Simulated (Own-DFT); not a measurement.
# Computed records: GaP (zincblende, atoms displaced)

A calculation, not a measurement: plane-wave PBE density functional theory by an unreviewed code, no spin, of a simulated periodic cell, stress positive in tension, free energy of the whole cell less one offset for each atom, forces on such cells passed a denser k mesh, this cell's mesh not checked; offsets are fitted by least squares, one for each functional and potential file, so energies compare only between cells with the same atoms and settings and are not formation energies; the far tail of each file's local potential was reset to the Coulomb form; each entry is a single point on an unrelaxed cell, so the pressure reflects the starting lattice, mostly measured values (interpolated for alloys), from which strain is counted, and rises with the displacements; printed positions are rounded, which can move forces by about a meV/angstrom; the program, named Own-DFT, is a retired in-house code; no spin-orbit coupling. Program: Own-DFT development build.

```cif
# cell vector a (Å): 16.3515 0.0000 0.0000
# cell vector b (Å): 0.0000 10.9010 0.0000
# cell vector c (Å): 0.0000 0.0000 10.9010
data_GaP
_symmetry_space_group_name_H-M 'P 1'
_symmetry_Int_Tables_number 1
_cell_length_a 16.3515
_cell_length_b 10.9010
_cell_length_c 10.9010
_cell_angle_alpha 90.000
_cell_angle_beta 90.000
_cell_angle_gamma 90.000
_cell_volume 1943.08
loop_
_atom_site_label
_atom_site_type_symbol
_atom_site_fract_x
_atom_site_fract_y
_atom_site_fract_z
_atom_site_occupancy
Ga1 Ga 0.00145 0.00229 0.00407 1
Ga2 Ga 0.00070 0.25509 0.25623 1
Ga3 Ga 0.16903 0.00373 0.24634 1
Ga4 Ga 0.16410 0.25551 0.99932 1
P1 P 0.08577 0.12572 0.12163 1
P2 P 0.07603 0.37619 0.38044 1
P3 P 0.25567 0.11904 0.37453 1
P4 P 0.24615 0.38190 0.12314 1
Ga5 Ga 0.00035 0.00897 0.48961 1
Ga6 Ga 0.99602 0.24645 0.75608 1
Ga7 Ga 0.16779 0.99994 0.75300 1
Ga8 Ga 0.16477 0.24442 0.50689 1
P5 P 0.08345 0.12989 0.63509 1
P6 P 0.08396 0.37117 0.87329 1
P7 P 0.25382 0.13241 0.86627 1
P8 P 0.24690 0.37415 0.62890 1
Ga9 Ga 0.99873 0.49852 0.00104 1
Ga10 Ga 0.99494 0.75014 0.24513 1
Ga11 Ga 0.16850 0.49691 0.25393 1
Ga12 Ga 0.16628 0.75530 0.99694 1
P9 P 0.07962 0.62573 0.11339 1
P10 P 0.08239 0.87694 0.37031 1
P11 P 0.24988 0.62995 0.38083 1
P12 P 0.25546 0.87412 0.12177 1
Ga13 Ga 0.00092 0.49949 0.50554 1
Ga14 Ga 0.00380 0.75484 0.74361 1
Ga15 Ga 0.16544 0.49015 0.74494 1
Ga16 Ga 0.16318 0.75156 0.49895 1
P13 P 0.08636 0.62002 0.62650 1
P14 P 0.08137 0.88621 0.87548 1
P15 P 0.25403 0.62583 0.86934 1
P16 P 0.25400 0.86981 0.62563 1
Ga17 Ga 0.33152 0.00274 0.99219 1
Ga18 Ga 0.33574 0.24241 0.24989 1
Ga19 Ga 0.49669 0.99663 0.24192 1
Ga20 Ga 0.49607 0.25377 0.99631 1
P17 P 0.41798 0.11717 0.12908 1
P18 P 0.41777 0.36639 0.37220 1
P19 P 0.58244 0.12507 0.37158 1
P20 P 0.57828 0.37083 0.11836 1
Ga21 Ga 0.33588 0.00457 0.50209 1
Ga22 Ga 0.33653 0.25629 0.74945 1
Ga23 Ga 0.50154 0.99995 0.75402 1
Ga24 Ga 0.50577 0.25592 0.49529 1
P21 P 0.41828 0.12405 0.62051 1
P22 P 0.41599 0.37738 0.87578 1
P23 P 0.58268 0.11750 0.86780 1
P24 P 0.58023 0.37320 0.63357 1
Ga25 Ga 0.33547 0.50179 0.99119 1
Ga26 Ga 0.33502 0.74256 0.25213 1
Ga27 Ga 0.50398 0.50153 0.24553 1
Ga28 Ga 0.49971 0.74652 0.00002 1
P25 P 0.41071 0.62430 0.12613 1
P26 P 0.42509 0.87064 0.37999 1
P27 P 0.59110 0.62102 0.37444 1
P28 P 0.58050 0.86905 0.12413 1
Ga29 Ga 0.33013 0.50434 0.50181 1
Ga30 Ga 0.33650 0.74776 0.74786 1
Ga31 Ga 0.49658 0.49660 0.75420 1
Ga32 Ga 0.50162 0.74622 0.49854 1
P29 P 0.41964 0.62394 0.62238 1
P30 P 0.41434 0.87613 0.87808 1
P31 P 0.58581 0.62891 0.87460 1
P32 P 0.58262 0.88055 0.62964 1
Ga33 Ga 0.66452 0.99906 0.99141 1
Ga34 Ga 0.66268 0.25355 0.24726 1
Ga35 Ga 0.83422 0.99612 0.24924 1
Ga36 Ga 0.83256 0.24673 0.00883 1
P33 P 0.75366 0.11841 0.12659 1
P34 P 0.74748 0.36982 0.37107 1
P35 P 0.91543 0.13418 0.37475 1
P36 P 0.91538 0.37319 0.12398 1
Ga37 Ga 0.66352 0.00019 0.50254 1
Ga38 Ga 0.66757 0.24978 0.74994 1
Ga39 Ga 0.83132 0.99703 0.75277 1
Ga40 Ga 0.83400 0.24385 0.49650 1
P37 P 0.75363 0.12235 0.62705 1
P38 P 0.74738 0.37654 0.87544 1
P39 P 0.91705 0.12894 0.87565 1
P40 P 0.91539 0.37264 0.63178 1
Ga41 Ga 0.67005 0.49900 0.99553 1
Ga42 Ga 0.66642 0.75460 0.25388 1
Ga43 Ga 0.82950 0.49939 0.24391 1
Ga44 Ga 0.83634 0.75096 0.00007 1
P41 P 0.74920 0.61632 0.11901 1
P42 P 0.74457 0.87555 0.37572 1
P43 P 0.91873 0.63806 0.38319 1
P44 P 0.91557 0.87835 0.12315 1
Ga45 Ga 0.66881 0.49574 0.50473 1
Ga46 Ga 0.66607 0.74934 0.75052 1
Ga47 Ga 0.83644 0.50250 0.74131 1
Ga48 Ga 0.83710 0.75203 0.49406 1
P45 P 0.74984 0.62487 0.63142 1
P46 P 0.74942 0.87347 0.87430 1
P47 P 0.91423 0.62672 0.88075 1
P48 P 0.91585 0.87732 0.62674 1
_calc_functional 'PBE'
_calc_potential_files 'PseudoDojo norm-conserving, scalar-relativistic, standard set'
_calc_wave_cutoff 42  # hartree
_calc_occupations 'Fermi-Dirac'
_calc_smearing_width 0.1  # eV
_calc_k_mesh '2 x 3 x 3 centred on Gamma'
_calc_free_energy_of_cell_above_offsets '-50.364'  # eV
_calc_pressure 3.2  # GPa
_calc_stress_xx -3.2  # GPa
_calc_stress_yy -3.21  # GPa
_calc_stress_zz -3.2  # GPa
_calc_stress_yz -0.15  # GPa
_calc_stress_xz 0.01  # GPa
_calc_stress_xy 0.41  # GPa
```

Force:
| element | x (eV/Å) | y (eV/Å) | z (eV/Å) |
| --- | --- | --- | --- |
| Ga | -0.535 | 0.415 | -0.288 |
| Ga | -0.189 | -0.418 | -1.197 |
| Ga | 0.266 | -0.621 | 0.006 |
| Ga | 0.813 | -0.47 | -0.107 |
| P | -0.345 | 0.471 | 0.806 |
| P | 1.773 | -0.025 | -0.051 |
| P | -1.238 | 0.665 | 0.187 |
| P | 1.163 | -0.927 | -0.055 |
| Ga | 0.151 | -0.383 | 1.178 |
| Ga | 0.593 | 0.653 | -0.317 |
| Ga | 0.548 | 0.067 | -0.491 |
| Ga | 0.332 | 0.257 | -0.75 |
| P | -0.386 | -0.913 | -0.812 |
| P | -0.838 | 0.582 | 0.044 |
| P | -0.703 | -0.163 | 0.975 |
| P | 0.996 | -0.295 | -1.048 |
| Ga | -0.185 | -0.34 | -0.649 |
| Ga | 0.878 | 0.061 | -0.116 |
| Ga | -0.881 | 0.794 | 0.094 |
| Ga | 0.262 | -0.187 | -0.19 |
| P | 0.778 | 0.172 | 1.454 |
| P | 0.032 | 0.065 | -0.205 |
| P | -0.453 | -0.412 | -0.624 |
| P | -0.648 | 0.015 | 0.373 |
| Ga | -0.854 | 0.388 | 0.242 |
| Ga | -0.424 | -0.421 | 0.724 |
| Ga | 0.135 | 1.006 | 1.126 |
| Ga | 0.236 | 0.318 | 0.294 |
| P | -0.284 | 0.567 | -0.05 |
| P | 0.362 | -1.044 | -0.117 |
| P | -1.131 | -0.22 | -0.005 |
| P | -0.762 | 0.681 | -0.261 |
| Ga | 0.069 | 0.238 | 0.485 |
| Ga | -0.437 | 0.704 | -0.435 |
| Ga | 1.062 | -0.529 | 1.156 |
| Ga | 0.298 | -1.407 | 0.083 |
| P | -0.79 | 1.008 | -1.616 |
| P | -0.215 | 1.496 | 0.147 |
| P | 0.088 | -0.333 | -0.133 |
| P | 0.994 | 0.705 | -0.018 |
| Ga | 0.168 | -1.259 | -0.036 |
| Ga | 0.121 | -0.471 | -0.807 |
| Ga | -1.319 | -0.433 | -0.597 |
| Ga | -0.54 | -0.676 | 0.39 |
| P | 0.595 | 0.824 | 0.694 |
| P | -0.066 | -0.356 | -0.073 |
| P | 0.148 | 1.655 | 0.96 |
| P | 0.568 | 0.214 | -0.63 |
| Ga | -0.843 | 0.177 | 0.94 |
| Ga | -0.098 | 1.207 | 0.477 |
| Ga | -0.701 | -0.088 | 0.407 |
| Ga | -0.524 | 0.005 | 0.006 |
| P | 1.372 | -0.578 | -0.462 |
| P | -1.514 | 0.476 | -0.73 |
| P | -0.896 | 0.016 | 0.243 |
| P | 0.63 | 0.569 | -0.189 |
| Ga | 0.535 | -0.893 | -0.074 |
| Ga | 0.246 | 0.143 | 0.045 |
| Ga | 0.734 | 0.914 | -0.207 |
| Ga | 1.102 | -0.192 | 0.368 |
| P | -0.199 | -0.247 | 0.269 |
| P | 0.688 | -0.351 | -0.505 |
| P | -0.715 | -0.784 | 0.113 |
| P | 0.033 | -1.082 | -0.434 |
| Ga | 0.257 | -0.275 | 1.033 |
| Ga | 0.255 | -0.785 | -0.379 |
| Ga | -0.224 | 0.212 | 0.714 |
| Ga | -0.226 | 0.266 | -0.998 |
| P | -1.386 | 0.343 | -0.152 |
| P | 0.473 | 0.402 | 0.54 |
| P | 0.283 | -1.255 | -0.848 |
| P | 0.437 | 0.218 | 0.501 |
| Ga | 0.216 | 0.488 | -0.052 |
| Ga | 0.103 | -0.281 | 0.052 |
| Ga | 0.558 | 0.208 | 0.169 |
| Ga | -0.679 | 1.03 | 0.792 |
| P | -0.674 | 0.193 | -0.364 |
| P | 1.162 | -0.61 | -0.389 |
| P | -0.753 | -0.969 | 0.768 |
| P | 0.305 | -0.237 | -1.157 |
| Ga | -1.214 | -0.211 | 0.093 |
| Ga | 0.082 | -0.809 | -1.011 |
| Ga | 0.699 | 0.052 | 0.967 |
| Ga | -0.938 | -0.015 | 0.171 |
| P | 0.04 | 1.76 | 0.639 |
| P | 1.181 | 0.308 | 0.296 |
| P | 0.204 | -2.279 | -1.314 |
| P | 0.169 | -0.14 | 0.069 |
| Ga | -0.003 | -0.121 | 0.215 |
| Ga | 0.057 | 0.483 | -0.244 |
| Ga | -0.526 | 0.054 | 1.492 |
| Ga | -1.523 | 0.774 | 1.352 |
| P | 0.193 | 0.324 | -1.229 |
| P | 0.125 | -0.266 | 0.258 |
| P | 0.953 | -0.218 | -1.284 |
| P | 0.337 | 0.344 | -0.704 |
